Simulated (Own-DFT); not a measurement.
# Computed records: AlGa3N4 (wurtzite random alloy, strained, atoms displaced), SiGe (diamond-structure random alloy, atoms displaced)

A calculation, not a measurement: plane-wave density functional theory by an unreviewed code, no spin, of a simulated periodic cell, stress positive in tension, run twice, with PBE and with PBEsol, both on files made for PBE, so the change isn't that of files made for PBEsol, forces on such cells passed a denser k mesh, this cell's mesh not checked; the far tail of each file's local potential was reset to the Coulomb form; each entry is a single point on an unrelaxed cell, so the pressure reflects the starting lattice, mostly measured values (interpolated for alloys), from which strain is counted, and rises with the displacements; printed positions are rounded, which can move forces by about a meV/angstrom; the program, named Own-DFT, is a retired in-house code; no spin-orbit coupling; stress was not checked against mesh or cutoff. Program: Own-DFT development build.

Common to all runs: functional PBE, then PBEsol; potential files PseudoDojo norm-conserving, scalar-relativistic, standard set; wave cutoff 42 hartree; occupations Fermi-Dirac; smearing width 0.1 eV.

(1) 
```xyz
72
Lattice="9.2715 0.0000 0.0000 -4.6358 8.0294 0.0000 0.0000 0.0000 10.2685" Properties=species:S:1:pos:R:3:PBE_force_x:R:1:PBE_force_y:R:1:PBE_force_z:R:1:PBEsol_force_x:R:1:PBEsol_force_y:R:1:PBEsol_force_z:R:1 formula=AlGa3N4 k_mesh=4_x_4_x_3_centred_on_Gamma PBE_pressure=20.16 PBE_stress_xx=-24.74 PBE_stress_yy=-23.88 PBE_stress_zz=-11.86 PBE_stress_yz=-0.62 PBE_stress_xz=-0.19 PBE_stress_xy=-1.87 PBEsol_pressure=14.81 PBEsol_stress_xx=-19.31 PBEsol_stress_yy=-18.46 PBEsol_stress_zz=-6.67 PBEsol_stress_yz=-0.6 PBEsol_stress_xz=-0.17 PBEsol_stress_xy=-1.81 rms_change_of_force_components_from_PBE_to_PBEsol=0.083
Ga    -0.0675     1.7393    10.2159      3.953      1.751      2.809      3.871      1.717      2.697
Al     1.5405     0.9323     2.6879      0.284     -0.484     -1.963      0.306      -0.46     -1.978
N     -0.0126     1.7679     2.0547      0.258     -0.008     -1.621       0.27      0.167     -1.687
N      1.4723     0.8221     4.4855      3.146     -0.463      0.726      2.937      -0.37      0.815
Ga     0.0315     1.7187     5.1210      -1.12      1.127     -0.122     -1.107      1.101     -0.102
Ga     1.4764     0.9661     7.7101      2.109     -1.169     -0.475      2.035      -1.13      -0.45
N      0.0610     1.7691     6.9649     -1.675      1.464      1.524     -1.631      1.419      1.506
N      1.5221     0.8831     9.5651      0.043     -0.678      1.462      0.044     -0.654      1.438
Ga    -1.5537     4.4381    10.1670      0.974      0.469      1.455       0.96      0.468      1.414
Ga    -0.0114     3.6653     2.5100      -2.17     -2.596      2.425     -2.106     -2.531      2.368
N     -1.6105     4.5100     1.9688     -0.007     -2.014      -1.77      0.171     -1.855     -1.779
N      0.0003     3.5092     4.5514     -0.296      1.018     -1.307     -0.286      1.001     -1.272
Ga    -1.5978     4.4465     5.0566       2.49       0.97      1.628      2.439      0.923      1.597
Ga    -0.0137     3.6374     7.6595      0.361     -1.883     -0.035      0.356     -1.837     -0.039
N     -1.5322     4.4755     7.1007     -2.256      1.144     -0.193     -2.187      0.952     -0.218
N      0.0297     3.5247     9.5785     -1.082      0.385      0.585     -1.067      0.391      0.579
Ga    -3.0669     7.0956     0.0456     -0.102      1.399      0.514     -0.104      1.363      0.489
Ga    -1.5309     6.2410     2.4494     -0.568      1.541      2.027      -0.55      1.506      1.977
N     -3.0972     7.1792     2.0000       0.01       1.33     -0.865      0.012      1.135     -0.911
N     -1.5435     6.2799     4.4504     -0.971     -0.756      0.167     -0.792     -0.828      0.116
Al    -3.0578     7.0779     5.1416     -1.027      0.367     -0.538      -1.03      0.371     -0.515
Al    -1.6198     6.2638     7.6725      0.881     -0.215      0.646      0.871     -0.209       0.68
N     -3.1664     7.1037     7.0274      2.779      0.891      -0.46      2.562      0.932      -0.34
N     -1.4929     6.2832     9.7004     -0.859     -1.069     -2.277     -0.845     -1.045     -2.102
Ga     3.0576     1.7347     0.0215     -0.048       0.38      0.246     -0.047      0.389      0.223
Ga     4.6420     0.9700     2.5510     -0.891     -0.756      1.584     -0.869     -0.752       1.53
N      3.1223     1.8534     1.9663     -2.245     -1.971     -0.269      -2.08     -1.865     -0.297
N      4.5291     0.8673     4.4971      1.416      0.437      0.687      1.569      0.322      0.609
Al     3.0734     1.7118     5.1038     -1.353      1.267      1.024     -1.389      1.288      1.049
Al     4.6555     0.8836     7.6363     -0.203     -0.293      0.884     -0.197     -0.303      0.889
N      3.1352     1.8944     7.1056      0.195     -6.219     -2.657      0.071     -5.975     -2.528
N      4.6453     0.8655     9.6457      0.826      2.686     -2.178      0.657      2.525     -2.045
Ga     1.4884     4.4618    10.2566      1.286     -0.344       0.67       1.26     -0.345       0.64
Ga     3.0337     3.5450     2.6066      0.923      2.009      0.456      0.903      1.974      0.429
N      1.4643     4.4589     2.0154      2.378      0.947     -2.245      2.317       0.93     -2.191
N      3.0426     3.5789     4.5964      1.249     -2.781     -1.666      1.219     -2.574     -1.662
Ga     1.5593     4.4270     5.1387     -2.049      1.063      1.079     -1.999      1.044       1.05
Ga     3.1851     3.5129     7.6434     -4.858      2.474      3.774     -4.762      2.406       3.67
N      1.4883     4.4755     7.0865      2.277      0.495     -0.197      2.214      0.483     -0.197
N      3.0520     3.5018     9.7082      1.629      1.666     -0.927      1.476       1.55     -0.941
Ga    -0.0193     7.2372    10.2648        1.4     -2.503      1.349      1.347     -2.444      1.323
Ga     1.5336     6.2548     2.5043     -0.971      0.572      1.601     -0.944       0.54      1.566
N     -0.0621     7.2508     1.9731      1.437     -1.314     -1.356      1.401     -1.294     -1.331
N      1.5224     6.2198     4.4971      0.318      0.485     -0.573      0.312      0.472     -0.546
Ga    -0.0313     7.0939     5.1602      0.839     -0.019     -0.095       0.84     -0.039     -0.124
Ga     1.5001     6.2822     7.7493      3.383     -1.426      0.434      3.292     -1.401       0.41
N      0.0346     7.0323     7.1282     -3.669      3.244     -0.875     -3.442      3.104     -0.945
N      1.6141     6.2425     9.6824     -1.071      0.883     -0.066     -1.058      0.866     -0.067
Al     6.1827     1.7765    10.1939     -0.123     -0.678      1.466     -0.117     -0.694      1.485
Al     7.7467     0.8789     2.5551     -0.843     -0.234      1.482     -0.869     -0.265      1.483
N      6.1412     1.7572     1.9578      3.156      1.294     -1.827      2.942      1.176     -1.762
N      7.7302     0.9037     4.5731     -1.248     -0.721       -2.4      -1.21     -0.709     -2.213
Ga     6.1600     1.7421     5.2438      0.103      0.016     -1.329      0.141      0.035     -1.295
Ga     7.7769     0.8681     7.6978      0.769      2.266     -0.138      0.758      2.217     -0.146
N      6.2529     1.8019     7.1269     -2.068     -0.766      0.433     -1.898      -0.68      0.379
N      7.7930     1.0086     9.5677     -4.418     -2.534      0.626     -4.172     -2.547      0.563
Al     4.6647     4.4638    10.2156     -1.665     -0.579      1.652     -1.659     -0.576      1.647
Al     6.2299     3.5462     2.5706      -1.72      0.194      0.703     -1.735      0.185      0.729
N      4.6272     4.5042     1.9395      0.911     -2.376     -0.975      0.782     -2.239     -0.864
N      6.2246     3.5468     4.5786     -2.695     -1.116     -2.348      -2.63     -1.083     -2.162
Ga     4.5951     4.3776     5.2098      1.149      1.683     -1.638      1.104      1.644      -1.59
Ga     6.1828     3.5288     7.8517      0.031      1.162      -3.88       0.06      1.116     -3.803
N      4.5025     4.4320     7.0549      4.781      2.184      0.598      4.671      2.131      0.588
N      6.1771     3.5185     9.6379     -1.044      0.353      2.162     -0.871      0.454      1.969
Ga     3.0810     7.1959     0.1139      0.797     -0.271     -3.127      0.785     -0.304     -3.059
Ga     4.6277     6.2387     2.5203      1.085          0      2.147      1.046     -0.015      2.082
N      3.1101     7.0544     1.8985     -0.808      2.801       1.82     -0.791      2.616       1.72
N      4.6264     6.3067     4.5275      1.638     -2.002     -0.624      1.441     -2.021     -0.655
Ga     3.1144     7.1020     5.1347     -1.257      0.743      0.728      -1.22      0.736      0.715
Ga     4.6930     6.2176     7.7418     -2.454       0.13     -0.031       -2.4      0.156      -0.04
N      3.1149     7.2629     7.0817     -0.346     -4.359     -0.355     -0.339     -4.261     -0.344
N      4.6917     6.2356     9.6695     -1.082     -0.692     -0.176     -1.039     -0.502     -0.227
```

Units: PBE_pressure, PBE_stress_xx, PBE_stress_yy, PBE_stress_zz, PBE_stress_yz, PBE_stress_xz, PBE_stress_xy, PBEsol_pressure, PBEsol_stress_xx, PBEsol_stress_yy, PBEsol_stress_zz, PBEsol_stress_yz, PBEsol_stress_xz, PBEsol_stress_xy in GPa; rms_change_of_force_components_from_PBE_to_PBEsol, PBE_force_x, PBE_force_y, PBE_force_z, PBEsol_force_x, PBEsol_force_y, PBEsol_force_z in eV/Å.

(2) 
```xyz
64
Lattice="11.0890 0.0000 0.0000 0.0000 11.0890 0.0000 0.0000 0.0000 11.0890" Properties=species:S:1:pos:R:3:PBE_force_x:R:1:PBE_force_y:R:1:PBE_force_z:R:1:PBEsol_force_x:R:1:PBEsol_force_y:R:1:PBEsol_force_z:R:1 formula=SiGe k_mesh=3_x_3_x_3_centred_on_Gamma PBE_pressure=2.87 PBE_stress_xx=-2.89 PBE_stress_yy=-2.86 PBE_stress_zz=-2.86 PBE_stress_yz=0.29 PBE_stress_xz=-0.15 PBE_stress_xy=0.63 PBEsol_pressure=0.57 PBEsol_stress_xx=-0.59 PBEsol_stress_yy=-0.56 PBEsol_stress_zz=-0.56 PBEsol_stress_yz=0.28 PBEsol_stress_xz=-0.16 PBEsol_stress_xy=0.62 rms_change_of_force_components_from_PBE_to_PBEsol=0.054
Si    11.0365     0.0016    11.0519       0.41       0.06      0.444      0.397      0.052       0.53
Si     0.0111     2.7608     2.7290     -0.568      0.462      0.372     -0.466      0.456      0.355
Ge     2.7776     0.0388     2.7796      0.074     -1.568      0.173      0.074     -1.443      0.161
Si     2.8190     2.7826    11.0762     -0.496      0.148     -0.034     -0.491      0.048     -0.041
Ge     1.4260     1.3978     1.4382     -0.687       0.21     -1.578     -0.615      0.161     -1.488
Ge     1.3914     4.1771     4.1270     -0.246     -0.648     -0.002     -0.237     -0.551          0
Ge     4.1800     1.3559     4.1577     -0.467      0.304      0.952     -0.459      0.301      0.837
Si     4.1305     4.1182     1.3905      0.541      0.746     -0.718      0.542       0.74     -0.617
Si     0.0374     0.0249     5.5052     -0.613     -0.359      0.159     -0.612      -0.36      0.156
Ge     0.0185     2.7856     8.3292     -0.076     -0.203      0.355     -0.121     -0.156      0.307
Si     2.7409     0.0133     8.3026     -0.265      -0.18      0.068     -0.176     -0.178      0.069
Si     2.7506     2.7930     5.5179      0.297     -0.194      0.659      0.292     -0.185      0.558
Si     1.3495     1.4121     6.9134       0.72     -0.325      -0.26      0.665     -0.269      -0.21
Si     1.3954     4.1683     9.7203      0.666      0.324      0.005      0.571      0.325      0.002
Ge     4.1999     1.3643     9.7047     -0.869      0.681     -0.863     -0.793      0.618     -0.792
Si     4.1442     4.1565     6.9599      0.038     -0.013     -0.583      0.036     -0.018     -0.583
Ge    11.0628     5.5467     0.0745     -0.044     -0.545     -0.977          0     -0.489      -0.91
Ge     0.0094     8.2928     2.7289       -0.3      0.289       1.12      -0.29      0.277      1.007
Ge     2.7726     5.5613     2.7540      0.707     -0.403       0.19      0.631      -0.35      0.222
Ge     2.7370     8.2812     0.0248      0.629      0.366     -0.775      0.573      0.315     -0.709
Ge     1.3604     6.9082     1.4265      0.388     -0.003     -0.482      0.373     -0.002     -0.464
Si     1.3614     9.6639     4.1305      0.588      0.335      0.693      0.582      0.319      0.595
Ge     4.1595     6.9401     4.2225     -0.305     -0.143      0.022     -0.294      -0.13     -0.053
Si     4.1516     9.6907     1.3823      0.141       0.24     -0.053      0.135      0.239     -0.046
Ge     0.0186     5.5389     5.5577     -0.572      0.567     -0.694     -0.523      0.524      -0.64
Ge    11.0773     8.2681     8.2112     -0.634      0.839      1.965     -0.573      0.764      1.864
Si     2.8183     5.5790     8.2882     -0.344     -0.311      0.648     -0.394     -0.256      0.598
Si     2.7966     8.3257     5.5876     -0.711      0.353     -1.043     -0.657      0.306     -0.987
Ge     1.3847     6.9837     6.9074      1.159     -0.943     -0.176       1.04     -0.917     -0.162
Si     1.3452     9.7141     9.7228      0.048      0.028     -0.553      0.057     -0.061     -0.542
Si     4.2377     6.9087     9.6735     -0.968      0.327     -0.038     -0.957      0.413     -0.055
Ge     4.1747     9.6908     6.8872     -0.567      1.138      0.116     -0.503      1.065      0.157
Ge     5.5719     0.0356    11.0491      0.164      -0.95      1.065      0.114     -0.879      0.992
Ge     5.5111     2.6983     2.7502      0.462      0.923     -0.212      0.442      0.883     -0.128
Ge     8.3217    11.0602     2.7620     -0.336      0.975      0.488      -0.32      0.865      0.471
Ge     8.2346     2.7468     0.0325      1.441     -0.106      0.189      1.368     -0.054      0.131
Si     6.9242     1.3897     1.3942     -0.101     -0.664      0.154     -0.104     -0.652      0.148
Ge     6.9631     4.1509     4.1492     -0.822      0.385     -0.099     -0.795      0.299     -0.076
Si     9.7224     1.4158     4.1118      0.222     -0.192      0.374      0.131     -0.192      0.375
Si     9.6924     4.1611     1.3991      -0.15     -0.645       0.25     -0.138     -0.632      0.155
Si     5.5491     0.0453     5.5564      0.261     -0.521     -0.102       0.26     -0.513     -0.105
Si     5.5403     2.7918     8.2987     -0.308      0.262      0.215     -0.246      0.208      0.259
Ge     8.2762    11.0853     8.3072      0.483     -0.082        0.4      0.433     -0.042      0.355
Ge     8.3129     2.7912     5.5696      0.644     -0.487     -0.764      0.584     -0.434     -0.707
Ge     6.9058     1.4413     6.9240     -0.362     -0.416      0.144     -0.272       -0.4      0.137
Ge     6.9715     4.1248     9.7035     -1.346      0.712     -0.135     -1.233      0.682     -0.128
Si     9.6947     1.3926     9.7141     -0.156     -0.105       0.03     -0.208      -0.05      -0.02
Ge     9.6937     4.1694     6.9370      0.588     -0.267      -0.15      0.563     -0.256     -0.141
Si     5.5451     5.6346    11.0716      0.161       -1.3      0.603      0.197     -1.325      0.566
Ge     5.5315     8.3117     2.8216      0.313     -0.066     -0.948      0.304     -0.065     -0.845
Si     8.3185     5.4979     2.7419      0.589      0.625      0.394      0.544      0.566      0.446
Si     8.3138     8.3233    11.0581     -0.238     -0.603      0.162     -0.194     -0.551      0.204
Si     6.9645     6.8581     1.4147     -0.145      0.843     -0.499     -0.176      0.876     -0.447
Ge     6.9539     9.6799     4.2054      -0.86      0.961     -0.183       -0.8      0.887     -0.207
Si     9.6811     6.9947     4.1394      0.119     -1.297     -0.329      0.151     -1.231     -0.284
Ge     9.6826     9.6855     1.4376      0.243      0.023     -1.619      0.238      0.024     -1.495
Si     5.5254     5.5529     5.5513      0.487     -0.425       0.65      0.476     -0.416      0.552
Ge     5.5335     8.3468     8.2628      0.816     -0.615      0.661      0.754     -0.553        0.6
Ge     8.3412     5.5116     8.2946     -0.365      0.755      0.467     -0.342      0.649       0.45
Ge     8.3008     8.2976     5.5105      0.711     -0.104      1.097      0.651      -0.05      1.027
Si     6.9684     6.9166     6.9293      -0.64     -0.229     -0.256     -0.587     -0.183     -0.217
Si     6.9064     9.7044     9.7108       0.37     -0.377     -0.077      0.312     -0.314     -0.122
Si     9.6969     6.8667     9.7122     -0.038      0.891     -0.063      0.009      0.826       -0.1
Si     9.6940     9.6991     6.9514      0.113      0.516     -1.022      0.075      0.469     -0.967
```

Units: PBE_pressure, PBE_stress_xx, PBE_stress_yy, PBE_stress_zz, PBE_stress_yz, PBE_stress_xz, PBE_stress_xy, PBEsol_pressure, PBEsol_stress_xx, PBEsol_stress_yy, PBEsol_stress_zz, PBEsol_stress_yz, PBEsol_stress_xz, PBEsol_stress_xy in GPa; rms_change_of_force_components_from_PBE_to_PBEsol, PBE_force_x, PBE_force_y, PBE_force_z, PBEsol_force_x, PBEsol_force_y, PBEsol_force_z in eV/Å.
